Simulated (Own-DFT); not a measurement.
# Computed records: Si$_{4}$SnGe$_{11}$ (diamond-structure random alloy, strained, atoms displaced)

A calculation, not a measurement: plane-wave density functional theory by an unreviewed code, no spin, of a simulated periodic cell, stress positive in tension, run twice, with PBE and with PBEsol, both on files made for PBE, so the change isn't that of files made for PBEsol, forces on such cells moved up to 12 meV/angstrom on a denser k mesh; the far tail of each file's local potential was reset to the Coulomb form; each entry is a single point on an unrelaxed cell, so the pressure reflects the starting lattice, mostly measured values (interpolated for alloys), from which strain is counted, and rises with the displacements; printed positions are rounded, which can move forces by about a meV/angstrom; the program, named Own-DFT, is a retired in-house code; no spin-orbit coupling; stress was not checked against mesh or cutoff. Program: Own-DFT development build.

Settings shared by all entries: functional PBE, then PBEsol; potential files PseudoDojo norm-conserving, scalar-relativistic, standard set; wave cutoff 49 hartree; occupations Fermi-Dirac; smearing width 0.1 eV; k mesh 3 x 3 x 3 centred on Gamma.

```json
{"entry": 1, "formula": "Si4SnGe11", "kind": "diamond-structure random alloy, strained, atoms displaced", "structure": {"cell_angstrom": [[11.3629, 0.0, 0.0], [0.0, 11.3629, 0.0], [0.0, 0.0, 11.3064]], "atoms_fractional": [["Ge", 0.00096, 0.99913, 0.00181], ["Ge", 0.99544, 0.25205, 0.24363], ["Ge", 0.25656, 0.00418, 0.24251], ["Ge", 0.24829, 0.2466, 0.00353], ["Ge", 0.12837, 0.12055, 0.12699], ["Si", 0.12308, 0.37573, 0.37925], ["Ge", 0.38106, 0.11452, 0.37458], ["Ge", 0.37395, 0.36338, 0.12818], ["Ge", 0.99879, 0.99963, 0.49223], ["Sn", 0.99863, 0.24535, 0.74943], ["Ge", 0.24792, 0.00229, 0.75177], ["Ge", 0.25059, 0.24764, 0.49578], ["Ge", 0.12796, 0.12604, 0.61764], ["Ge", 0.12448, 0.37689, 0.87404], ["Si", 0.37812, 0.11856, 0.8758], ["Ge", 0.37504, 0.38473, 0.62612], ["Ge", 0.99857, 0.49966, 0.99905], ["Si", 0.00398, 0.76028, 0.25233], ["Si", 0.24914, 0.50816, 0.25328], ["Ge", 0.24037, 0.7505, 0.00932], ["Si", 0.12574, 0.63094, 0.12034], ["Ge", 0.12103, 0.86672, 0.38246], ["Ge", 0.37927, 0.61918, 0.3788], ["Ge", 0.38162, 0.86943, 0.12722], ["Ge", 0.99625, 0.50374, 0.50025], ["Ge", 0.00254, 0.7501, 0.74975], ["Ge", 0.25103, 0.49956, 0.74629], ["Ge", 0.25855, 0.74668, 0.49031], ["Si", 0.1233, 0.6243, 0.61859], ["Ge", 0.12788, 0.88294, 0.87985], ["Ge", 0.37772, 0.62841, 0.87574], ["Ge", 0.36873, 0.87664, 0.63037], ["Ge", 0.50142, 0.99407, 0.99477], ["Ge", 0.50238, 0.25328, 0.25131], ["Si", 0.74523, 0.99241, 0.25259], ["Si", 0.75173, 0.25247, 0.00482], ["Si", 0.61652, 0.13146, 0.1291], ["Ge", 0.62129, 0.36944, 0.37289], ["Ge", 0.87273, 0.12969, 0.37856], ["Ge", 0.86309, 0.37353, 0.12312], ["Ge", 0.49825, 0.00317, 0.50678], ["Sn", 0.49527, 0.25087, 0.75325], ["Sn", 0.75222, 0.0015, 0.74803], ["Ge", 0.75559, 0.23939, 0.50593], ["Si", 0.62902, 0.12888, 0.62892], ["Ge", 0.62576, 0.36967, 0.88437], ["Ge", 0.87202, 0.11768, 0.8753], ["Ge", 0.88367, 0.373, 0.62247], ["Ge", 0.50035, 0.50523, 0.00375], ["Ge", 0.49401, 0.74806, 0.25041], ["Si", 0.74518, 0.49626, 0.24417], ["Ge", 0.75066, 0.75221, 0.01252], ["Ge", 0.62311, 0.62754, 0.13042], ["Ge", 0.63307, 0.87694, 0.37366], ["Ge", 0.88174, 0.62437, 0.37568], ["Si", 0.88088, 0.86757, 0.13141], ["Ge", 0.50382, 0.49632, 0.497], ["Ge", 0.49686, 0.74931, 0.74297], ["Ge", 0.74216, 0.50161, 0.75625], ["Si", 0.74553, 0.75628, 0.50911], ["Si", 0.62242, 0.62502, 0.62203], ["Si", 0.62395, 0.86994, 0.87769], ["Sn", 0.87723, 0.62939, 0.87479], ["Si", 0.87246, 0.8775, 0.62809]]}, "results": {"PBE_pressure [GPa]": 3.47, "PBE_stress_xx [GPa]": -3.34, "PBE_stress_yy [GPa]": -3.32, "PBE_stress_zz [GPa]": -3.75, "PBE_stress_yz [GPa]": 0.39, "PBE_stress_xz [GPa]": -0.33, "PBE_stress_xy [GPa]": 0.36, "PBEsol_pressure [GPa]": 0.85, "PBEsol_stress_xx [GPa]": -0.73, "PBEsol_stress_yy [GPa]": -0.7, "PBEsol_stress_zz [GPa]": -1.12, "PBEsol_stress_yz [GPa]": 0.37, "PBEsol_stress_xz [GPa]": -0.32, "PBEsol_stress_xy [GPa]": 0.34, "force_element": ["Ge", "Ge", "Ge", "Ge", "Ge", "Si", "Ge", "Ge", "Ge", "Sn", "Ge", "Ge", "Ge", "Ge", "Si", "Ge", "Ge", "Si", "Si", "Ge", "Si", "Ge", "Ge", "Ge", "Ge", "Ge", "Ge", "Ge", "Si", "Ge", "Ge", "Ge", "Ge", "Ge", "Si", "Si", "Si", "Ge", "Ge", "Ge", "Ge", "Sn", "Sn", "Ge", "Si", "Ge", "Ge", "Ge", "Ge", "Ge", "Si", "Ge", "Ge", "Ge", "Ge", "Si", "Ge", "Ge", "Ge", "Si", "Si", "Si", "Sn", "Si"], "PBE_force_x [eV/angstrom]": [-0.653, 0.54, -0.336, 0.255, -0.821, 0.068, -0.362, -0.408, -0.31, 0.599, 0.188, 0.584, 0.344, 1.026, -1.43, -0.658, 1.01, -0.042, -0.546, 1.499, -1.081, 1.023, -0.084, -0.921, 1.117, 1.297, -0.748, -0.886, 0.594, -0.295, -0.83, 0.188, 0.203, -0.698, 1.123, -0.754, 1.406, 1.682, 0.141, 1.032, 1.109, 0.348, -1.675, -0.912, -0.958, 0.559, 0.425, -2.332, -0.208, 1.121, 0.148, -0.6, 0.154, -1.385, -1.543, -0.661, 0.32, 0.705, -0.316, 0.726, 0.335, -0.087, -0.956, 1.629], "PBE_force_y [eV/angstrom]": [-0.237, 0.197, -1.424, -0.255, 0.619, 0.416, 1.346, 1.966, -0.221, -0.287, 0.528, 0.637, -1.187, 0.333, -0.539, -0.52, -0.691, -1.79, -1.024, 0.503, -1.081, 1.061, -0.146, 0.67, -0.612, 1.496, 1.145, -0.01, 0.353, -0.929, -0.038, -0.1, 0.552, -1.124, 1.531, -1.564, -1.142, 0.357, -1.218, 0.583, -0.574, -0.105, -1.21, 1.52, -0.028, 1.121, 1.417, 1.451, -0.833, -0.058, 0.539, 0.74, -0.372, -0.716, 0.908, 1.401, 0.392, -0.013, -0.939, -0.726, 0.029, -0.629, -0.026, -1.444], "PBE_force_z [eV/angstrom]": [0.656, 0.838, 1.107, -1.026, -0.216, -0.883, -0.209, 0.077, 1.13, 0.6, 0.066, -0.329, -0.35, 0.814, 0.981, -1.314, 1.437, -0.499, -0.427, -1.211, 1.811, -1.078, -0.966, -0.747, -0.026, -1.546, 0.468, 1.56, 0.388, -0.456, 0.073, -0.682, 0.535, 0.188, -1.197, -0.4, -0.668, 0.451, -1.661, 0.129, 0.236, -0.297, 0.356, 0.085, -1.516, 0.632, 2.836, -0.445, 0.097, 1.092, 1.176, -0.174, 0.084, 0.937, -0.782, 0.095, 0.566, 0.657, -1.505, -0.422, 0.068, 0.105, 0.307, -1.605], "PBEsol_force_x [eV/angstrom]": [-0.586, 0.488, -0.316, 0.225, -0.785, 0.037, -0.355, -0.364, -0.268, 0.583, 0.152, 0.58, 0.337, 0.991, -1.408, -0.639, 0.951, -0.008, -0.466, 1.498, -1.06, 1.022, -0.05, -0.9, 1.013, 1.246, -0.691, -0.838, 0.579, -0.286, -0.795, 0.192, 0.16, -0.712, 1.084, -0.707, 1.31, 1.576, 0.163, 1.074, 1.03, 0.348, -1.584, -0.825, -0.934, 0.514, 0.45, -2.255, -0.19, 1.087, 0.14, -0.593, 0.112, -1.406, -1.46, -0.667, 0.261, 0.611, -0.281, 0.702, 0.284, -0.091, -0.925, 1.643], "PBEsol_force_y [eV/angstrom]": [-0.206, 0.16, -1.367, -0.225, 0.6, 0.372, 1.306, 1.867, -0.18, -0.272, 0.473, 0.574, -1.15, 0.321, -0.537, -0.5, -0.693, -1.765, -0.995, 0.545, -1.052, 1.059, -0.097, 0.648, -0.598, 1.45, 1.072, 0.016, 0.338, -0.895, -0.045, -0.097, 0.506, -1.046, 1.499, -1.492, -1.111, 0.318, -1.154, 0.561, -0.575, -0.014, -1.127, 1.496, -0.025, 1.135, 1.351, 1.396, -0.804, -0.059, 0.525, 0.651, -0.329, -0.705, 0.84, 1.381, 0.353, -0.007, -0.934, -0.7, -0.019, -0.621, -0.04, -1.376], "PBEsol_force_z [eV/angstrom]": [0.593, 0.796, 1.066, -0.956, -0.222, -0.826, -0.2, 0.061, 1.072, 0.569, 0.03, -0.276, -0.338, 0.79, 0.967, -1.265, 1.347, -0.4, -0.41, -1.22, 1.702, -1.003, -0.906, -0.717, -0.027, -1.436, 0.473, 1.486, 0.381, -0.434, 0.064, -0.659, 0.556, 0.212, -1.112, -0.427, -0.64, 0.447, -1.567, 0.127, 0.189, -0.292, 0.404, 0.042, -1.491, 0.575, 2.713, -0.439, 0.088, 1.042, 1.145, -0.175, 0.043, 0.918, -0.715, 0.01, 0.518, 0.644, -1.418, -0.486, 0.108, 0.109, 0.303, -1.536], "rms_change_of_force_components_from_PBE_to_PBEsol [eV/angstrom]": 0.047}}
{"entry": 2, "formula": "Si4SnGe11", "kind": "diamond-structure random alloy, strained, atoms displaced", "structure": {"cell_angstrom": [[11.4477, 0.0, 0.0], [0.0, 11.4477, 0.0], [0.0, 0.0, 11.3064]], "atoms_fractional": [["Sn", 0.99951, 0.9979, 0.00075], ["Ge", 0.00528, 0.24303, 0.2505], ["Ge", 0.24615, 0.99518, 0.25127], ["Si", 0.25426, 0.25692, 0.00689], ["Ge", 0.12903, 0.13264, 0.12315], ["Si", 0.12798, 0.38216, 0.36758], ["Ge", 0.3747, 0.12567, 0.37668], ["Ge", 0.37355, 0.37696, 0.1219], ["Ge", 0.9972, 0.00155, 0.50527], ["Ge", 0.99762, 0.25401, 0.75153], ["Ge", 0.24736, 0.00106, 0.74031], ["Si", 0.25906, 0.24428, 0.50413], ["Ge", 0.12238, 0.12168, 0.61968], ["Ge", 0.1304, 0.3705, 0.87724], ["Ge", 0.36866, 0.12069, 0.87544], ["Ge", 0.37365, 0.37244, 0.6263], ["Ge", 0.99409, 0.50481, 0.9925], ["Ge", 0.0029, 0.74364, 0.24599], ["Ge", 0.24974, 0.5073, 0.24811], ["Ge", 0.25125, 0.74425, 0.00327], ["Ge", 0.12762, 0.61663, 0.12733], ["Ge", 0.13923, 0.87828, 0.37589], ["Ge", 0.37384, 0.61973, 0.37732], ["Si", 0.37381, 0.86825, 0.13142], ["Si", 0.99349, 0.49715, 0.497], ["Ge", 0.00245, 0.75629, 0.75173], ["Sn", 0.25258, 0.49799, 0.75256], ["Ge", 0.25635, 0.75083, 0.50487], ["Si", 0.13009, 0.62289, 0.62077], ["Ge", 0.12751, 0.87574, 0.86984], ["Ge", 0.37456, 0.62268, 0.86432], ["Ge", 0.38243, 0.87724, 0.62587], ["Ge", 0.49947, 0.00079, 0.99762], ["Si", 0.50592, 0.25391, 0.24931], ["Sn", 0.75164, 0.0005, 0.25415], ["Si", 0.75071, 0.25683, 0.99843], ["Ge", 0.63065, 0.11421, 0.12242], ["Si", 0.62041, 0.37452, 0.37151], ["Ge", 0.87793, 0.12982, 0.37014], ["Ge", 0.86835, 0.37014, 0.1263], ["Ge", 0.50537, 0.00586, 0.50027], ["Ge", 0.49845, 0.25382, 0.7495], ["Ge", 0.7477, 0.00439, 0.75219], ["Ge", 0.75469, 0.25121, 0.50539], ["Ge", 0.63075, 0.12389, 0.61769], ["Si", 0.62276, 0.37635, 0.87176], ["Si", 0.87303, 0.11363, 0.87323], ["Ge", 0.86739, 0.37993, 0.63402], ["Sn", 0.50376, 0.502, 0.99784], ["Ge", 0.49327, 0.75519, 0.25234], ["Ge", 0.74627, 0.49896, 0.26261], ["Si", 0.75121, 0.74681, 0.99927], ["Si", 0.62334, 0.62593, 0.12458], ["Ge", 0.62599, 0.87775, 0.38059], ["Ge", 0.87019, 0.62189, 0.37789], ["Ge", 0.87314, 0.88165, 0.12678], ["Si", 0.50618, 0.49502, 0.50802], ["Ge", 0.50638, 0.75333, 0.75179], ["Ge", 0.75615, 0.50908, 0.74888], ["Si", 0.74998, 0.75136, 0.50149], ["Si", 0.62696, 0.62483, 0.61662], ["Ge", 0.6307, 0.87422, 0.87506], ["Ge", 0.87244, 0.61569, 0.87619], ["Ge", 0.8797, 0.87363, 0.63308]]}, "results": {"PBE_pressure [GPa]": 2.51, "PBE_stress_xx [GPa]": -2.29, "PBE_stress_yy [GPa]": -2.07, "PBE_stress_zz [GPa]": -3.16, "PBE_stress_yz [GPa]": -0.14, "PBE_stress_xz [GPa]": -0.8, "PBE_stress_xy [GPa]": -0.56, "PBEsol_pressure [GPa]": -0.05, "PBEsol_stress_xx [GPa]": 0.26, "PBEsol_stress_yy [GPa]": 0.47, "PBEsol_stress_zz [GPa]": -0.59, "PBEsol_stress_yz [GPa]": -0.14, "PBEsol_stress_xz [GPa]": -0.77, "PBEsol_stress_xy [GPa]": -0.54, "force_element": ["Sn", "Ge", "Ge", "Si", "Ge", "Si", "Ge", "Ge", "Ge", "Ge", "Ge", "Si", "Ge", "Ge", "Ge", "Ge", "Ge", "Ge", "Ge", "Ge", "Ge", "Ge", "Ge", "Si", "Si", "Ge", "Sn", "Ge", "Si", "Ge", "Ge", "Ge", "Ge", "Si", "Sn", "Si", "Ge", "Si", "Ge", "Ge", "Ge", "Ge", "Ge", "Ge", "Ge", "Si", "Si", "Ge", "Sn", "Ge", "Ge", "Si", "Si", "Ge", "Ge", "Ge", "Si", "Ge", "Ge", "Si", "Si", "Ge", "Ge", "Ge"], "PBE_force_x [eV/angstrom]": [0.935, 0.164, 1.308, -0.257, 0.877, -0.276, 0.512, 0.009, 0.062, -0.038, 0.272, -1.267, 0.232, -1.363, 0.09, 1.169, 1.13, -0.16, 0.453, 0.199, -0.994, -2.106, 0.916, -0.278, 1.043, 0.377, -1.431, -0.161, -1.784, 1.171, 1.192, 0.108, -0.492, -0.562, -0.154, -0.479, -1.408, 0.062, 0.803, 0.643, -0.653, 0.545, 0.23, -0.364, -0.452, 1.688, -0.76, 1.33, -0.205, 1.028, -0.488, -0.073, 1.247, -0.814, 0.619, 0.154, -0.364, 0.006, -2.333, 0.108, 0.119, -0.046, 0.153, -1.191], "PBE_force_y [eV/angstrom]": [0.584, 1.665, 1.148, -0.91, -0.177, -0.91, 0.282, -0.671, -0.597, -1.075, -0.264, 0.807, 1.401, -0.639, 0.89, -0.677, -1.732, 0.723, -1.412, 0.415, 0.817, -1.121, 0.253, 0.991, 0.057, -1.947, -0.184, -0.311, 0.673, -0.677, 2.645, 0.094, -0.956, -0.718, -0.237, -1.297, 2.863, -0.195, 0.553, 0.585, -0.444, -0.834, -0.476, 0.576, 0.573, -0.915, 2.777, -0.228, 0.168, -0.914, 0.01, -0.006, 1.333, -1.425, 0.744, -3.425, -0.117, -0.644, -0.607, -0.085, 0.416, -0.117, 2.64, 0.26], "PBE_force_z [eV/angstrom]": [-0.32, -0.02, -1.116, -0.731, 0.29, 1.213, -0.711, 1.556, -1.209, 0.211, 0.536, -0.729, 0.299, 1.202, 0.029, -1.363, 1.474, 0.68, 0.495, -0.409, -1.186, 0.905, 0.658, -1.018, 0.379, -0.124, -1.251, -0.098, -0.658, 0.127, 1.526, -0.026, 0.491, -0.32, 0.668, -0.885, -1.251, 1.219, 1.928, 0.229, -0.17, 0.221, -0.46, -1.184, 1.13, -0.736, -0.316, -1.026, -0.172, 0.174, -1.472, 0.607, 1.331, 0.702, 0.359, -0.3, -0.976, -0.67, -0.192, 0.212, 0.596, 0.553, -0.13, -0.768], "PBEsol_force_x [eV/angstrom]": [0.947, 0.128, 1.232, -0.255, 0.798, -0.258, 0.509, 0.015, 0.076, -0.014, 0.258, -1.213, 0.199, -1.356, 0.122, 1.145, 1.095, -0.149, 0.459, 0.161, -0.953, -2.021, 0.849, -0.276, 0.946, 0.348, -1.338, -0.121, -1.714, 1.116, 1.158, 0.098, -0.438, -0.592, -0.151, -0.453, -1.368, 0.145, 0.784, 0.652, -0.623, 0.485, 0.187, -0.336, -0.435, 1.616, -0.723, 1.262, -0.297, 1.002, -0.404, -0.035, 1.185, -0.823, 0.587, 0.183, -0.438, -0.028, -2.184, 0.146, 0.123, -0.081, 0.176, -1.116], "PBEsol_force_y [eV/angstrom]": [0.525, 1.573, 1.13, -0.883, -0.207, -0.898, 0.207, -0.58, -0.564, -1.011, -0.256, 0.76, 1.306, -0.584, 0.833, -0.664, -1.672, 0.694, -1.323, 0.366, 0.803, -1.079, 0.289, 0.964, 0.061, -1.833, -0.218, -0.26, 0.693, -0.664, 2.56, 0.088, -0.901, -0.753, -0.224, -1.27, 2.718, -0.177, 0.532, 0.594, -0.433, -0.821, -0.504, 0.525, 0.544, -0.866, 2.688, -0.246, 0.162, -0.896, 0.028, 0.033, 1.271, -1.336, 0.704, -3.291, -0.131, -0.59, -0.603, -0.038, 0.414, -0.079, 2.508, 0.283], "PBEsol_force_z [eV/angstrom]": [-0.267, -0.051, -1.033, -0.717, 0.329, 1.124, -0.679, 1.508, -1.152, 0.181, 0.525, -0.684, 0.316, 1.125, -0.003, -1.247, 1.422, 0.652, 0.438, -0.425, -1.147, 0.87, 0.599, -0.993, 0.372, -0.099, -1.169, -0.134, -0.62, 0.113, 1.494, -0.029, 0.453, -0.361, 0.636, -0.8, -1.215, 1.2, 1.868, 0.254, -0.165, 0.176, -0.481, -1.111, 1.084, -0.759, -0.338, -0.965, -0.173, 0.233, -1.426, 0.556, 1.34, 0.657, 0.283, -0.272, -0.948, -0.621, -0.173, 0.167, 0.662, 0.492, -0.155, -0.713], "rms_change_of_force_components_from_PBE_to_PBEsol [eV/angstrom]": 0.051}}
{"entry": 3, "formula": "Si4SnGe11", "kind": "diamond-structure random alloy, strained, atoms displaced", "structure": {"cell_angstrom": [[11.4477, 0.0, 0.0], [0.0, 11.4477, 0.0], [0.0, 0.0, 11.3064]], "atoms_fractional": [["Ge", 0.0016, 0.99078, 0.00403], ["Ge", 0.99861, 0.24949, 0.25903], ["Sn", 0.25237, 0.99995, 0.24635], ["Ge", 0.25499, 0.25044, 0.99782], ["Si", 0.12547, 0.12134, 0.12435], ["Ge", 0.12107, 0.37781, 0.37362], ["Ge", 0.37675, 0.11729, 0.38214], ["Si", 0.38538, 0.37014, 0.12964], ["Si", 0.00189, 0.9916, 0.50485], ["Ge", 0.99977, 0.252, 0.74815], ["Ge", 0.24394, 0.00761, 0.74755], ["Ge", 0.24557, 0.25524, 0.49947], ["Si", 0.11823, 0.12577, 0.62939], ["Si", 0.12385, 0.38749, 0.87855], ["Ge", 0.37543, 0.12665, 0.88002], ["Ge", 0.37338, 0.37401, 0.62427], ["Si", 0.00299, 0.5019, 0.99437], ["Sn", 0.99834, 0.75212, 0.24261], ["Ge", 0.24752, 0.4948, 0.24843], ["Ge", 0.24632, 0.75315, 0.99936], ["Sn", 0.13294, 0.63034, 0.13413], ["Ge", 0.12449, 0.87432, 0.38143], ["Ge", 0.37138, 0.62655, 0.374], ["Ge", 0.38115, 0.88347, 0.12067], ["Si", 0.00328, 0.5014, 0.50026], ["Si", 0.00027, 0.75191, 0.74817], ["Ge", 0.25052, 0.49424, 0.74848], ["Ge", 0.2497, 0.74708, 0.49499], ["Si", 0.11681, 0.62339, 0.62519], ["Ge", 0.11801, 0.87259, 0.88107], ["Si", 0.37601, 0.63275, 0.87409], ["Ge", 0.37077, 0.88023, 0.62845], ["Si", 0.50373, 0.99948, 0.00096], ["Si", 0.50275, 0.25438, 0.25075], ["Ge", 0.74971, 0.00538, 0.2537], ["Si", 0.75151, 0.25599, 0.00692], ["Ge", 0.63194, 0.12523, 0.12174], ["Ge", 0.62969, 0.38878, 0.36872], ["Ge", 0.87039, 0.12394, 0.36862], ["Ge", 0.8722, 0.36894, 0.12405], ["Ge", 0.50658, 0.99949, 0.49404], ["Sn", 0.49509, 0.25559, 0.74168], ["Ge", 0.74967, 0.99477, 0.74769], ["Ge", 0.75735, 0.25197, 0.50475], ["Si", 0.62283, 0.12858, 0.6223], ["Ge", 0.61389, 0.3719, 0.87033], ["Ge", 0.88315, 0.12027, 0.87478], ["Ge", 0.87729, 0.37558, 0.62389], ["Ge", 0.48929, 0.50379, 0.99812], ["Si", 0.4938, 0.7538, 0.24596], ["Ge", 0.75095, 0.50595, 0.25484], ["Ge", 0.74762, 0.7551, 0.0007], ["Ge", 0.62444, 0.61738, 0.12505], ["Si", 0.63022, 0.87217, 0.378], ["Ge", 0.87514, 0.62792, 0.38218], ["Ge", 0.87031, 0.87745, 0.12934], ["Ge", 0.49811, 0.49431, 0.50429], ["Ge", 0.50546, 0.74507, 0.76101], ["Ge", 0.74787, 0.51008, 0.7474], ["Ge", 0.75851, 0.7528, 0.50455], ["Ge", 0.62445, 0.6245, 0.62757], ["Ge", 0.6213, 0.87432, 0.87343], ["Ge", 0.87798, 0.61957, 0.8727], ["Ge", 0.8803, 0.87769, 0.62001]]}, "results": {"PBE_pressure [GPa]": 2.54, "PBE_stress_xx [GPa]": -2.4, "PBE_stress_yy [GPa]": -2.15, "PBE_stress_zz [GPa]": -3.07, "PBE_stress_yz [GPa]": -0.03, "PBE_stress_xz [GPa]": -0.17, "PBE_stress_xy [GPa]": 0.65, "PBEsol_pressure [GPa]": -0.01, "PBEsol_stress_xx [GPa]": 0.16, "PBEsol_stress_yy [GPa]": 0.39, "PBEsol_stress_zz [GPa]": -0.52, "PBEsol_stress_yz [GPa]": -0.03, "PBEsol_stress_xz [GPa]": -0.16, "PBEsol_stress_xy [GPa]": 0.64, "force_element": ["Ge", "Ge", "Sn", "Ge", "Si", "Ge", "Ge", "Si", "Si", "Ge", "Ge", "Ge", "Si", "Si", "Ge", "Ge", "Si", "Sn", "Ge", "Ge", "Sn", "Ge", "Ge", "Ge", "Si", "Si", "Ge", "Ge", "Si", "Ge", "Si", "Ge", "Si", "Si", "Ge", "Si", "Ge", "Ge", "Ge", "Ge", "Ge", "Sn", "Ge", "Ge", "Si", "Ge", "Ge", "Ge", "Ge", "Si", "Ge", "Ge", "Ge", "Si", "Ge", "Ge", "Ge", "Ge", "Ge", "Ge", "Ge", "Ge", "Ge", "Ge"], "PBE_force_x [eV/angstrom]": [-0.359, 0.318, -0.653, -1.009, -0.981, 0.085, 0.6, -1.05, 0.292, 0.558, -0.048, -0.132, 0.074, 0.295, -0.131, -1.947, -0.624, -1.834, 2.12, 2.014, 0.659, -0.104, 0.734, 0.703, -0.45, -0.101, -0.337, -0.448, 0.803, 0.639, -1.068, 0.614, 0.238, 0.339, -0.833, -0.499, -0.902, -0.738, 1.042, 0.895, 0.391, 0.396, -0.18, -1.149, 1.322, 2.394, -0.963, 0.179, 0.349, 1.099, 0.969, 0.153, -0.533, -0.427, 0.108, -1.266, 0.164, -0.911, 0.196, -1.317, -0.295, 0.443, 0.121, -0.017], "PBE_force_y [eV/angstrom]": [1.246, -0.469, 0.125, 0.759, 1.537, 0.216, 2.27, 0.261, 1.794, 0.341, -0.36, -1.099, 0.095, -1.507, -1.236, 1.388, -0.445, 1.485, -1.501, 0.763, -2.531, 0.184, -0.424, -1.667, 0.037, -0.545, 1.543, -0.017, 0.244, -0.083, -0.745, -0.688, 0.62, -0.675, -1.125, -0.941, 0.538, -1.944, -0.088, 1.275, -0.406, -2.354, 0.958, -0.261, -1.159, 1.834, 0.495, 0.912, -0.437, -0.345, 0.175, -0.829, 1.246, -0.266, -0.975, 1.108, 1.064, 0.397, -1.678, -0.155, 0.623, 0.605, 1.195, -0.379], "PBE_force_z [eV/angstrom]": [0.486, -1.489, 0.733, 0.961, -0.852, 0.487, -0.168, -0.319, -0.687, 0.743, 0.834, 0.232, -1.022, -0.334, -0.009, -1.593, 0.649, 3.021, 0.888, -1.134, -2.88, 0.597, -0.317, -0.896, 0.253, 0.033, 0.296, 1.418, 0.046, -1.487, 0.186, -0.246, -0.452, 0.4, -0.3, -1.732, 0.178, 1.005, 1.918, 0.408, 1.118, 0.573, -0.196, -0.78, -0.748, 1.971, 0.467, 0.194, 0.106, 0.433, -0.856, -0.029, -0.021, -0.748, 0.194, -1.151, -0.7, -1.265, 0.496, -0.2, -0.722, 0.619, 0.192, 1.2], "PBEsol_force_x [eV/angstrom]": [-0.372, 0.273, -0.583, -0.938, -0.964, 0.116, 0.567, -1.073, 0.254, 0.479, 0.0, -0.095, 0.1, 0.346, -0.172, -1.886, -0.668, -1.782, 2.019, 1.914, 0.674, -0.06, 0.663, 0.607, -0.482, -0.137, -0.287, -0.415, 0.86, 0.638, -1.037, 0.584, 0.232, 0.386, -0.761, -0.492, -0.841, -0.686, 0.985, 0.881, 0.304, 0.34, -0.144, -1.072, 1.294, 2.281, -0.905, 0.143, 0.408, 1.041, 0.913, 0.142, -0.493, -0.386, 0.064, -1.215, 0.163, -0.825, 0.185, -1.23, -0.273, 0.463, 0.053, -0.096], "PBEsol_force_y [eV/angstrom]": [1.17, -0.431, 0.074, 0.695, 1.502, 0.172, 2.165, 0.308, 1.713, 0.331, -0.381, -1.033, 0.132, -1.526, -1.155, 1.351, -0.38, 1.455, -1.414, 0.775, -2.425, 0.132, -0.432, -1.621, -0.01, -0.49, 1.463, 0.011, 0.243, -0.051, -0.73, -0.658, 0.607, -0.709, -1.047, -0.927, 0.486, -1.841, -0.053, 1.246, -0.37, -2.23, 0.896, -0.222, -1.137, 1.809, 0.452, 0.838, -0.428, -0.367, 0.165, -0.798, 1.184, -0.23, -0.912, 1.073, 1.03, 0.421, -1.613, -0.176, 0.591, 0.536, 1.16, -0.391], "PBEsol_force_z [eV/angstrom]": [0.433, -1.415, 0.756, 0.895, -0.839, 0.436, -0.14, -0.37, -0.708, 0.718, 0.838, 0.206, -0.961, -0.386, -0.034, -1.544, 0.682, 2.951, 0.9, -1.071, -2.776, 0.545, -0.274, -0.855, 0.201, 0.071, 0.248, 1.328, 0.049, -1.382, 0.187, -0.247, -0.441, 0.443, -0.325, -1.685, 0.213, 0.995, 1.824, 0.47, 1.081, 0.6, -0.167, -0.777, -0.74, 1.883, 0.427, 0.207, 0.106, 0.389, -0.819, -0.025, -0.04, -0.701, 0.158, -1.126, -0.676, -1.248, 0.473, -0.171, -0.673, 0.566, 0.166, 1.169], "rms_change_of_force_components_from_PBE_to_PBEsol [eV/angstrom]": 0.051}}
```
